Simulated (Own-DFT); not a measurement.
# Response to strain: zincblende InP, 96 atoms (In48P48)

Everything here is calculated. The program is Own-DFT (plane waves, in-house, since retired, never reviewed by a person); positions were held fixed, and spin and spin-orbit coupling were off.

Common settings: PBE; PseudoDojo norm-conserving scalar-relativistic files; cutoff 36 hartree; 2 x 3 x 3 k mesh centred on Gamma; Fermi-Dirac smearing of 0.1 eV.

Keep in mind: forces not confirmed at this smearing and k mesh; stress not checked against mesh or cutoff.

Unstrained cell vectors in Å: (17.606, 0.000, 0.000); (0.000, 11.737, 0.000); (0.000, 0.000, 11.737). The unstrained cell has measured lattice constants (interpolated for alloys), not those of this functional. That, the random moves and any unrelaxed bonds set the pressure at no strain. Each run strains this cell uniformly, with the atoms carried along. Random moves of width 0.05 Å per axis were added to every atom. Stress is counted positive in tension, P = -(s_xx + s_yy + s_zz)/3, and strain components are those of the symmetric tensor.

```
run  e_xx (%)  e_yy (%)  e_zz (%)  e_yz (%)  e_xz (%)  e_xy (%)  s_xx (GPa)  s_yy (GPa)  s_zz (GPa)  s_yz (GPa)  s_xz (GPa)  s_xy (GPa)  P (GPa)  E (meV/atom)
  1      0.20     -1.80     -1.35      0.48      0.68     -1.30       -5.69       -6.51       -6.26        0.74        1.15       -1.68     6.16          45.0
  2     -1.64      1.13     -0.65      0.18      0.10     -0.01       -4.91       -3.92       -4.66        0.59        0.39        0.46     4.50          17.5
  3      0.91      0.65     -1.89      0.37     -0.78      0.92       -3.41       -3.52       -4.44        0.63       -0.96        1.19     3.79           6.2
  4      1.50     -0.79     -0.44     -1.18      0.61      0.82       -2.84       -3.78       -3.64       -1.96        1.03        0.93     3.42           8.5
  5      0.60     -0.02     -1.93      0.26      1.84      1.38       -4.60       -4.84       -5.49        0.20        2.98        2.09     4.98          36.2
  6     -1.74      0.90     -1.68     -1.86     -1.05     -0.61       -6.09       -5.05       -6.18       -3.04       -1.31       -1.56     5.77          39.9
  7      1.22     -1.86      1.57     -0.88     -0.94      1.43       -2.74       -3.86       -2.60       -1.55       -0.95        1.75     3.06          13.5
  8      0.67      0.41      1.62      0.97      1.46      0.61       -1.81       -1.95       -1.45        1.10        1.41        0.55     1.74           0.8
  9      0.50     -1.16     -1.30     -1.05     -1.42      0.36       -4.95       -5.59       -5.59       -1.21       -2.43        0.68     5.38          34.8
 10      1.54     -0.80     -0.55     -0.25      1.11     -1.14       -2.88       -3.85       -3.71       -0.29        1.08       -1.85     3.48           8.9
 11      1.03      1.38      1.73      0.97     -0.86      1.90       -1.14       -0.97       -0.77        1.18       -0.94        2.53     0.96           0.0
 12     -1.83      0.16      0.17      0.80      0.73      0.17       -5.25       -4.58       -4.53        1.51        0.83        0.55     4.79          20.0
 13      1.06      0.80      0.84      0.91      0.80     -1.90       -1.85       -1.90       -1.94        1.39        0.91       -2.50     1.90           5.4
 14      1.12      1.97     -1.30      1.70      0.66     -1.19       -2.26       -1.94       -3.24        2.05        0.88       -1.35     2.48          11.6
 15      1.29      1.31     -0.22      0.04      0.41     -0.29       -1.83       -1.72       -2.38        0.39        0.56       -0.90     1.98           1.8
 16      1.49      0.50      1.64     -0.17     -0.52      1.10           ?           ?           ?           ?           ?           ?        ?             ?
```

The last column gives the free energy per atom over the lowest of the runs shown.

## Analysis

Each stress component was fitted by least squares to a constant and the strains of the runs shown, as fractions, with shears doubled. Shear strains stay in the fit of a normal stress only where such slopes are resolved. The slopes, in GPa:

| stress | at no strain | per e_xx | per e_yy | per e_zz | scatter |
|---|---|---|---|---|---|
| s_xx | -3.8 | 98 ± 5 | 61 ± 4 | 61 ± 4 | 0.19 |
| s_yy | -3.8 | 62 ± 4 | 101 ± 4 | 61 ± 4 | 0.17 |
| s_zz | -3.8 | 63 ± 4 | 61 ± 4 | 99 ± 3 | 0.16 |

The slope of each shear stress on twice its own strain, from a fit on all six strains: yz 76 ± 6, xz 69 ± 6, xy 71 ± 4 GPa. These are stiffnesses along x, y and z of the frame in which the cell vectors are given, which need not be the crystal's axes. These are clamped-ion slopes: internal relaxation, where symmetry allows it, would soften some. Symmetry asks for nearly equal slopes across the diagonal; the mismatch is a measure of noise. A ninth of the table's sum, 74 ± 2 GPa, estimates the bulk modulus near the mean pressure of these runs, 3.6 GPa, so it lies above the value at zero pressure.

## Withheld run

Q: what normal stresses and pressure should run 16 give?

Estimate: s_xx = -1.0, s_yy = -1.4, s_zz = -0.9 and P = 1.1 GPa. The calculation gave -1.13, -1.50, -1.12 and P = 1.25 GPa.
